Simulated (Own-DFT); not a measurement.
GaP (zincblende, atoms displaced) (calculated)

A calculation, not a measurement: plane-wave PBE density functional theory by an unreviewed code, no spin, of a simulated periodic cell, stress positive in tension, free energy of the whole cell less one offset for each atom, forces on such cells passed a denser k mesh, this cell's mesh not checked; offsets are fitted by least squares, one for each functional and potential file, so energies compare only between cells with the same atoms and settings and are not formation energies; the far tail of each file's local potential was reset to the Coulomb form; each entry is a single point on an unrelaxed cell, so the pressure reflects the starting lattice, mostly measured values (interpolated for alloys), from which strain is counted, and rises with the displacements; printed positions are rounded, which can move forces by about a meV/angstrom; the program, named Own-DFT, is a retired in-house code; no spin-orbit coupling. Program: Own-DFT development build.

Settings shared by all entries: functional PBE; potential files PseudoDojo norm-conserving, scalar-relativistic, standard set; wave cutoff 42 hartree; occupations Fermi-Dirac; smearing width 0.1 eV; hardware one NVIDIA H200; k mesh 2 x 3 x 3 centred on Gamma.

(1) 
```xyz
96
Lattice="16.3515 0.0000 0.0000 0.0000 10.9010 0.0000 0.0000 0.0000 10.9010" Properties=species:S:1:pos:R:3:force_x:R:1:force_y:R:1:force_z:R:1 formula=GaP free_energy_of_cell_above_offsets=-50.202 pressure=3.21 stress_xx=-3.26 stress_yy=-3.2 stress_zz=-3.18 stress_yz=-0.33 stress_xz=-0.43 stress_xy=-0.12 wall_time=998.4
Ga     0.0162    10.8320    10.7964      -0.71      1.152      1.483
Ga     0.0117     2.7620     2.7462      0.017     -0.421      0.127
Ga     2.7932     0.0822     2.7179     -1.082     -0.786      0.014
Ga     2.7653     2.6630     0.0624     -1.026      0.286     -0.352
P      1.3559     1.3542     1.4128     -0.483     -0.123     -0.711
P      1.3619     4.1271     4.0912      0.354     -0.017     -0.588
P      4.0448     1.4035     4.0350      0.512      -0.49      1.502
P      3.9893     4.0608     1.3790      1.642      0.216     -0.051
Ga    16.3216    10.8610     5.4640     -0.269      0.943      0.468
Ga    16.3441     2.8417     8.2301      0.274     -1.831     -0.185
Ga     2.7679     0.0761     8.2556      -1.06     -0.526      -0.62
Ga     2.6562     2.7363     5.4047      0.344     -0.074       0.46
P      1.3784     1.3509     6.8015     -0.346      0.233       0.38
P      1.4000     4.0814     9.4927      0.045      0.028      1.431
P      4.0569     1.3468     9.5851      1.012      0.683     -0.072
P      4.0698     4.0433     6.8460      0.192      -0.13      0.031
Ga     0.0278     5.4671     0.0348     -0.604     -0.884     -0.806
Ga     0.0211     8.2386     2.7826     -0.592     -1.036     -0.891
Ga     2.7830     5.4902     2.6904     -0.775     -0.177       0.43
Ga     2.7918     8.1435     0.0425      -0.97      0.892      0.711
P      1.3255     6.7252     1.3387       0.83      1.727      0.916
P      1.2596     9.5631     4.1318      1.447       0.29     -0.661
P      4.0581     6.8024     4.1233      0.542     -0.077      0.053
P      4.1272     9.6862     1.3431     -0.132     -1.457       0.39
Ga     0.0136     5.4306     5.4055     -0.224      0.245      0.254
Ga     0.0496     8.2072     8.2132     -0.143     -0.475     -0.438
Ga     2.7221     5.4402     8.1963      0.392      0.135     -0.166
Ga     2.6473     8.1931     5.3783      0.249     -0.036      0.875
P      1.3840     6.7323     6.7927     -0.288      0.984      0.162
P      1.3519     9.5603     9.6052      1.484     -0.963     -0.864
P      4.0314     6.8493     9.6023      0.764     -0.388     -1.301
P      4.0198     9.6037     6.8553      0.258     -0.639     -0.569
Ga     5.4834     0.0664    10.8750      0.459     -0.507     -0.183
Ga     5.4161     2.6610     2.7674      0.508      0.636     -1.025
Ga     8.1368    10.8562     2.7369     -0.281     -0.514     -1.015
Ga     8.1959     2.6567    10.8643     -0.239      0.935      0.172
P      6.8543     1.3475     1.3346      -0.57      0.201      0.453
P      6.8289     4.0203     4.0664     -0.291       0.81     -0.217
P      9.4943     1.2561     3.9508      0.675      0.859      1.516
P      9.4706     4.0447     1.4499      0.284      0.343     -1.197
Ga     5.4733    10.8741     5.4658     -0.388      0.461     -0.047
Ga     5.5138     2.6907     8.2325     -0.865      0.175     -0.241
Ga     8.2516    10.8939     8.0593     -1.057       0.01      0.719
Ga     8.2349     2.7477     5.3700      0.086     -0.604      0.253
P      6.8150     1.4362     6.7939      0.467     -0.727     -0.293
P      6.7815     4.1395     9.4978      0.152     -0.432      0.919
P      9.5210     1.3413     9.5014     -0.056     -0.465      0.305
P      9.5612     4.0713     6.8138     -0.412      0.071     -0.399
Ga     5.4048     5.5056     0.0017     -0.078     -0.756       0.18
Ga     5.4041     8.1732     2.7680      0.234      0.007     -0.647
Ga     8.1576     5.5089     2.7052     -0.049     -0.531      0.508
Ga     8.1751     8.1507     0.0116     -0.113     -0.613     -0.731
P      6.8470     6.7805     1.3099       -0.9      0.546       0.68
P      6.8473     9.4914     4.1129     -0.883      0.636      -0.44
P      9.5088     6.7763     4.1578     -0.243      0.468     -0.349
P      9.4395     9.5066     1.2644      1.092       0.56      1.248
Ga     5.4924     5.3574     5.5121     -0.093      0.404     -0.214
Ga     5.4310     8.1861     8.1329     -0.128      0.136      0.472
Ga     8.1564     5.4040     8.1540      0.477      0.873     -0.008
Ga     8.0972     8.2086     5.4629      1.478     -0.225     -0.123
P      6.8570     6.8976     6.7757     -0.874     -1.375      0.797
P      6.8368     9.4833     9.5712     -0.177      0.704     -0.883
P      9.6226     6.7548     9.6228     -2.018      1.428     -2.021
P      9.5602     9.4623     6.8516     -0.481      0.825     -1.401
Ga    10.9036    10.8870    10.8735     -0.467      0.535      0.718
Ga    10.8658     2.7641     2.7762     -0.122     -1.056     -0.868
Ga    13.6329    10.8880     2.6836     -0.369      0.179      0.476
Ga    13.5667     2.8350     0.0260      0.489     -0.903     -0.353
P     12.2507     1.3644     1.3731     -0.285      0.332     -0.089
P     12.1941     4.1020     3.9899      0.845     -0.322      1.749
P     14.9873     1.3572     4.0840     -0.055      0.032      0.056
P     15.0066     4.1133     1.4371     -0.326      0.044      -0.69
Ga    10.8994    10.8580     5.3977     -0.645     -0.032     -0.048
Ga    10.7831     2.7156     8.2138      0.735     -0.709     -1.113
Ga    13.5218    10.8810     8.1470      0.188      0.505      0.079
Ga    13.6412     2.7118     5.5124     -0.037      0.327     -0.703
P     12.2176     1.3150     6.6998      -0.32      0.619      1.113
P     12.1843     4.0231     9.4083      0.468      0.793      1.372
P     15.0028     1.2761     9.4741     -0.543      1.258      0.369
P     15.0987     4.0664     6.8225      -1.46      0.673     -0.341
Ga    10.8132     5.4782    10.8617      1.558      -1.87      1.595
Ga    10.8438     8.1700     2.7501     -0.062     -0.313     -0.604
Ga    13.6043     5.4394     2.7965     -0.241      0.126     -1.127
Ga    13.6981     8.1391    10.8539     -0.949      0.551      0.785
P     12.2603     6.7752     1.3448     -0.011      0.293      0.049
P     12.2069     9.5145     4.0794      0.941     -0.094     -0.272
P     14.9701     6.7342     4.0458      0.296      1.341      0.945
P     14.9910     9.5649     1.3659       0.26     -0.503     -0.361
Ga    10.9049     5.4088     5.4387      0.156      0.273      0.149
Ga    10.8469     8.2322     8.1775      0.962     -1.132      0.877
Ga    13.6273     5.4206     8.2168     -0.087      0.173     -0.859
Ga    13.6607     8.2342     5.5180     -0.224     -0.661     -0.624
P     12.2216     6.8309     6.7954      0.443       -0.1      0.402
P     12.2144     9.5939     9.5702      0.643     -1.115     -0.434
P     14.9813     6.8041     9.5484      0.634     -0.294     -0.398
P     14.9758     9.5897     6.8765      0.217     -0.575     -0.052
```

Units: free_energy_of_cell_above_offsets in eV; pressure, stress_xx, stress_yy, stress_zz, stress_yz, stress_xz, stress_xy in GPa; wall_time in s; force_x, force_y, force_z in eV/Å.

(2) 
```xyz
96
Lattice="16.3515 0.0000 0.0000 0.0000 10.9010 0.0000 0.0000 0.0000 10.9010" Properties=species:S:1:pos:R:3:force_x:R:1:force_y:R:1:force_z:R:1 formula=GaP free_energy_of_cell_above_offsets=-50.291 pressure=3.18 stress_xx=-3.17 stress_yy=-3.23 stress_zz=-3.16 stress_yz=-0.12 stress_xz=-0.12 stress_xy=-0.23 wall_time=954
Ga    16.3382     0.0338    10.8711      0.342     -0.885      0.585
Ga    16.3188     2.6696     2.7091      0.398      0.344      0.138
Ga     2.7797     0.0327     2.7041     -0.888     -0.678      0.078
Ga     2.7126     2.6860     0.0096     -0.107     -0.017     -0.745
P      1.3635     1.3697     1.3364     -0.057     -0.392      0.365
P      1.3513     4.0856     4.0635      0.369     -0.256     -0.321
P      3.9947     1.3871     4.1226      0.988      0.151     -0.756
P      4.0084     4.0916     1.2821      0.635     -0.277       1.25
Ga     0.1009    10.8438     5.4189     -0.655       0.36      0.333
Ga     0.0828     2.7116     8.1763     -1.241       0.33      0.078
Ga     2.6164    10.8928     8.1640      1.195      0.725     -0.203
Ga     2.7027     2.7354     5.4721      0.257      0.907      0.288
P      1.3673     1.4277     6.8406      0.094     -0.871     -0.775
P      1.3459     4.0334     9.5371      0.655      0.793      0.189
P      4.1108     1.3532     9.5218     -0.615       0.11     -0.201
P      4.1984     4.1653     6.8137     -1.187     -1.175      0.631
Ga    16.3121     5.4650    10.8554     -0.141     -0.976     -0.061
Ga    16.2978     8.1583     2.7386      0.439      -0.15     -1.171
Ga     2.8286     5.4769     2.7543     -1.009     -0.186     -0.145
Ga     2.6705     8.1802     0.0452      0.127      -0.19     -0.579
P      1.3001     6.7243     1.3007      0.655      0.834      1.027
P      1.3119     9.3922     4.0730       0.92      1.565     -0.608
P      4.0259     6.8210     4.2259      1.241     -0.287     -1.336
P      4.0960     9.5436     1.3204      0.132     -0.417      0.674
Ga     0.0442     5.4183     5.4207     -1.048      0.197      -0.32
Ga     0.0085     8.2121     8.2028      0.025     -0.514     -0.293
Ga     2.8054     5.4990     8.2358     -1.688     -1.132     -1.483
Ga     2.7321     8.2152     5.4084     -0.625      0.015      1.519
P      1.2520     6.7920     6.7603       1.54      0.496      0.817
P      1.3986     9.5719     9.4890     -0.785     -0.634      1.183
P      4.0527     6.8063     9.4578      0.879      0.885        2.1
P      4.0393     9.5867     6.8561      0.626     -0.459     -0.488
Ga     5.4116     0.0449     0.0145      0.433      -0.71     -0.745
Ga     5.4932     2.7259     2.6683     -1.034     -0.546     -0.358
Ga     8.1731     0.0128     2.7502      0.229     -0.164      0.234
Ga     8.1380     2.7641    10.8646       0.46     -0.163      0.566
P      6.8390     1.3021     1.3190      -0.04      0.552      0.386
P      6.7654     4.0055     4.0376       0.61      1.136      0.988
P      9.5765     1.3949     4.1444     -0.709      0.083     -0.937
P      9.5465     4.0998     1.3957     -0.001     -0.479     -0.377
Ga     5.4197    10.8877     5.3248     -0.179      0.126      1.186
Ga     5.5109     2.7107     8.1924     -0.463      0.285     -0.048
Ga     8.1747    10.8531     8.1488     -0.157      0.745     -0.154
Ga     8.1882     2.7097     5.5147     -0.433      0.027     -0.996
P      6.8063     1.3986     6.7828     -0.108     -1.055      0.003
P      6.7513     4.0916     9.6171      0.177      0.635     -0.618
P      9.4663     1.3740     9.5331      0.589     -0.221      0.066
P      9.5389     4.0160     6.7872     -0.455      1.511      0.022
Ga     5.3899     5.4621     0.1100      0.012      0.278     -1.251
Ga     5.4803     8.1154     2.7482     -0.899      0.135     -0.042
Ga     8.1394     5.4335     2.7120      0.136      0.098      0.274
Ga     8.1868     8.1901     0.0476      -0.27      0.716     -0.661
P      6.8035     6.8425     1.3215      0.086     -0.375      0.596
P      6.7952     9.4676     4.0970      0.038      0.921     -0.736
P      9.6093     6.8199     4.0774     -0.828     -0.601      0.066
P      9.5638     9.5657     1.3586     -0.365      0.221      0.045
Ga     5.4706     5.5010     5.5440        0.3      -0.35     -1.289
Ga     5.4973     8.1179     8.2310     -0.791       0.45     -0.912
Ga     8.1597     5.4397     8.1453     -0.163      0.152      0.345
Ga     8.1717     8.1629     5.3290      0.787      0.122      1.192
P      6.8023     6.8831     6.7500      0.825     -0.345      0.484
P      6.8083     9.5239     9.4247      0.038      0.256      1.743
P      9.4848     6.8716     9.5655      0.652     -1.063     -0.394
P      9.5559     9.5774     6.8302     -0.195     -0.959     -0.778
Ga    10.9679     0.0409     0.0308     -1.245     -1.122     -1.613
Ga    10.9506     2.6451     2.6609     -0.288      0.829      0.733
Ga    13.6720    10.8755     2.7903     -0.159      0.473     -0.693
Ga    13.6286     2.6429    10.8819      0.339       0.57     -0.346
P     12.2181     1.3106     1.2862      1.648       0.51      1.334
P     12.2554     4.0714     4.1821      0.218     -0.154     -1.459
P     14.9884     1.3741     4.1013      0.463     -0.432      0.143
P     14.9955     4.0694     1.4035     -0.556      0.132     -0.625
Ga    10.8279     0.0205     5.4259      1.144     -0.501      0.357
Ga    10.8125     2.7656     8.1394      0.955     -1.402       0.35
Ga    13.6466    10.8663     8.1003      0.111     -0.307      0.773
Ga    13.6763     2.7406     5.4434     -0.358     -0.339      0.755
P     12.2903     1.2642     6.8280     -0.647      1.344      -0.49
P     12.2674     4.0640     9.4165     -0.063     -0.344      1.029
P     15.0503     1.2843     9.5049     -0.826      0.826     -0.395
P     14.9982     4.0992     6.8287      0.355     -0.327     -0.135
Ga    10.9437     5.3705    10.8805       -0.2      0.682     -0.093
Ga    10.8316     8.1668     2.6922      1.169      0.481      0.121
Ga    13.6026     5.5054     2.7102      0.084     -0.464      0.466
Ga    13.5825     8.1850    10.8093      0.723     -0.433      0.664
P     12.2634     6.8362     1.3639     -0.323      -0.18      -0.55
P     12.3186     9.5843     4.0843      -1.28     -0.763      0.317
P     14.9706     6.9147     4.0325     -0.231     -1.611       0.89
P     14.9756     9.5353     1.4039      0.101      0.075     -1.019
Ga    10.8959     5.4112     5.4590      0.209      0.369      0.374
Ga    10.9017     8.1232     8.1268     -0.023     -0.075          0
Ga    13.5991     5.4343     8.1464      0.868     -0.447      0.234
Ga    13.5948     8.1361     5.4580      0.643      0.899     -0.297
P     12.3991     6.7642     6.8105     -2.016      0.262     -0.308
P     12.2494     9.4744     9.4827     -0.162      0.978     -0.015
P     14.9987     6.7478     9.4648     -0.352      0.804      0.485
P     15.0215     9.5158     6.8295     -0.056      0.035     -0.658
```

Units: free_energy_of_cell_above_offsets in eV; pressure, stress_xx, stress_yy, stress_zz, stress_yz, stress_xz, stress_xy in GPa; wall_time in s; force_x, force_y, force_z in eV/Å.

(3) 
```xyz
96
Lattice="16.3515 0.0000 0.0000 0.0000 10.9010 0.0000 0.0000 0.0000 10.9010" Properties=species:S:1:pos:R:3:force_x:R:1:force_y:R:1:force_z:R:1 formula=GaP free_energy_of_cell_above_offsets=-50.369 pressure=3.18 stress_xx=-3.2 stress_yy=-3.12 stress_zz=-3.23 stress_yz=0.57 stress_xz=-0.3 stress_xy=0.04 wall_time=972.5
Ga    16.3059    10.8411     0.0221      0.522      0.471     -0.184
Ga     0.0225     2.6182     2.7384      0.096      0.327     -0.456
Ga     2.7172     0.0366     2.7052      0.528     -1.047      0.866
Ga     2.7535     2.7604     0.0195     -0.392     -0.404     -0.199
P      1.4279     1.2471     1.3507     -0.939      1.287     -0.638
P      1.3752     4.0220     4.0749     -0.878      0.193     -0.101
P      4.0362     1.4002     4.0957      0.007      0.016      0.254
P      4.1093     4.1120     1.3328     -1.081     -0.446      0.483
Ga     0.0255     0.0190     5.4564     -0.467      0.144      0.027
Ga    16.2937     2.7387     8.2142      0.389     -0.682     -0.389
Ga     2.7715     0.0433     8.2274      0.404     -0.316     -0.407
Ga     2.6365     2.8347     5.5289      0.582     -1.146     -0.186
P      1.4022     1.3075     6.8160     -0.523       0.84      0.431
P      1.3585     4.0381     9.5019      0.403      0.791      0.426
P      4.1353     1.4465     9.5381     -0.689     -1.206      1.221
P      4.1234     4.0797     6.7382     -0.375      0.392      1.108
Ga     0.0205     5.4896    10.8830      0.297     -0.422      0.411
Ga     0.0042     8.2209     2.6740     -0.093     -0.518      1.303
Ga     2.6241     5.3322     2.6842      1.119      1.011      0.516
Ga     2.7307     8.2342    10.8862     -0.753     -0.803     -0.399
P      1.3922     6.8675     1.4466     -0.028     -0.436     -1.091
P      1.3124     9.5457     4.1450      0.432      0.025     -1.035
P      4.1030     6.7824     4.1640     -0.252     -0.056     -1.514
P      4.0256     9.5157     1.2820      0.731      0.926      1.102
Ga     0.0828     5.4892     5.4214     -0.601     -1.048      0.272
Ga    16.3304     8.1746     8.2337      0.546      0.196      -0.81
Ga     2.7714     5.5231     8.1987       0.09     -0.814     -0.167
Ga     2.6122     8.0768     5.3575      1.121      0.838      0.793
P      1.3838     6.7709     6.7966     -0.365      0.626      0.786
P      1.3504     9.5915     9.5329      0.176     -0.431     -0.058
P      4.1147     6.8416     9.5920      -0.29      0.253     -0.502
P      4.1870     9.5855     6.8190     -1.353     -0.315     -0.488
Ga     5.4830    10.8399     0.0032      0.229      0.891      0.073
Ga     5.3352     2.7710     2.7202      0.695     -0.868     -0.096
Ga     8.2105     0.0573     2.6889     -0.311     -0.739      0.675
Ga     8.1177     2.7486     0.0369      0.739      0.598     -0.802
P      6.9254     1.4351     1.4117     -2.145     -0.614     -0.151
P      6.7850     4.0493     3.9887     -0.094      0.208      1.094
P      9.5035     1.3447     4.0880      0.565      0.153      0.312
P      9.5259     4.1004     1.3525      0.506     -0.023      0.102
Ga     5.5013     0.0350     5.3990      0.118     -0.303     -0.155
Ga     5.3414     2.7060     8.1951      1.532      1.059     -0.743
Ga     8.1409     0.0659     8.2288     -0.242     -0.466     -0.264
Ga     8.1535     2.7488     5.4171     -0.066     -0.079      0.404
P      6.8015     1.3786     6.8532      -0.06       0.31     -0.519
P      6.8817     4.1596     9.4853     -1.645     -1.047      0.863
P      9.4771     1.3779     9.5233      0.675      0.242      0.884
P      9.4980     4.1323     6.8379       0.08     -0.139     -0.552
Ga     5.3484     5.3984     0.0146      1.466      0.554     -0.921
Ga     5.4506     8.2012     2.6099     -0.788     -0.472      0.835
Ga     8.1427     5.4201     2.7671      0.288       0.38     -0.759
Ga     8.1528     8.1730     0.0866     -0.103      -0.28     -0.674
P      6.7169     6.7629     1.3719      0.796     -0.212     -0.288
P      6.8414     9.4210     4.0139     -0.435      1.725     -0.177
P      9.5786     6.8332     3.9610     -0.882     -0.224        1.7
P      9.5095     9.5923     1.3604      0.739     -0.412     -0.106
Ga     5.4754     5.4186     5.4477      0.507      0.269     -0.124
Ga     5.4628     8.2084     8.1502     -0.157     -0.315      0.213
Ga     8.1207     5.4716     8.1538      0.852      0.138       0.05
Ga     8.1576     8.3025     5.4828      0.229     -1.665     -0.163
P      6.8068     6.7897     6.8823     -0.143      0.546     -1.291
P      6.8073     9.5178     9.5115      0.386      0.005      0.543
P      9.5037     6.8286     9.4657      0.299      0.336      0.708
P      9.4529     9.5578     6.8804      0.813      0.481     -0.262
Ga    10.9426     0.0564     0.0406     -0.628     -0.443     -0.687
Ga    10.9431     2.6980     2.7728      -0.75       0.41     -0.227
Ga    13.5447     0.0371     2.7320      0.819     -0.952      0.465
Ga    13.6378     2.6496    10.8682      0.139       0.55      0.441
P     12.2690     1.3505     1.3970     -0.106      0.631     -0.346
P     12.1913     4.0716     4.1543      1.131      0.384     -0.537
P     14.9643     1.3723     4.0805     -0.078     -0.466      0.336
P     15.0243     4.0476     1.3741     -0.108      0.191     -0.202
Ga    10.8794    10.8287     5.4053     -0.608      0.982      1.262
Ga    10.8302     2.7258     8.1726      0.307      0.405      0.277
Ga    13.6379     0.0219     8.1467     -0.003     -0.614      0.217
Ga    13.5685     2.6577     5.4799      0.355      0.781     -0.003
P     12.2659     1.3827     6.9007     -0.752     -0.525     -0.774
P     12.2992     4.1125     9.5773     -0.742     -1.008      0.039
P     14.9867     1.2942     9.5460      0.217      0.287      0.027
P     14.9952     4.0731     6.8470     -0.261      0.326     -0.651
Ga    10.9049     5.4806    10.8313      -0.27      0.175      0.665
Ga    10.8992     8.1487     2.6957      0.324      1.022     -0.138
Ga    13.6937     5.5871     2.6762     -0.477     -2.238      0.303
Ga    13.6550     8.1242    10.8997      0.173      0.542     -0.101
P     12.3322     6.8429     1.4114     -0.927      0.038     -1.074
P     12.2324     9.5340     4.1857      0.727     -0.753     -1.214
P     14.9778     6.7023     4.1072      0.696      1.804       0.27
P     15.0458     9.5170     1.3699     -1.517      0.247      0.112
Ga    10.8857     5.4761     5.4563     -0.272      0.221      0.011
Ga    10.9166     8.1907     8.1158     -0.298      0.381       0.84
Ga    13.5578     5.4056     8.2236      0.907      0.457     -0.616
Ga    13.6706     8.1654     5.5053     -0.119     -0.269     -0.358
P     12.2646     6.8367     6.8569      0.194     -0.429     -0.488
P     12.3024     9.5624     9.5668     -0.261     -0.218     -0.223
P     15.0248     6.8083     9.5150     -0.649      -0.35      0.215
P     15.0210     9.5389     6.7958      0.029      0.145      0.376
```

Units: free_energy_of_cell_above_offsets in eV; pressure, stress_xx, stress_yy, stress_zz, stress_yz, stress_xz, stress_xy in GPa; wall_time in s; force_x, force_y, force_z in eV/Å.
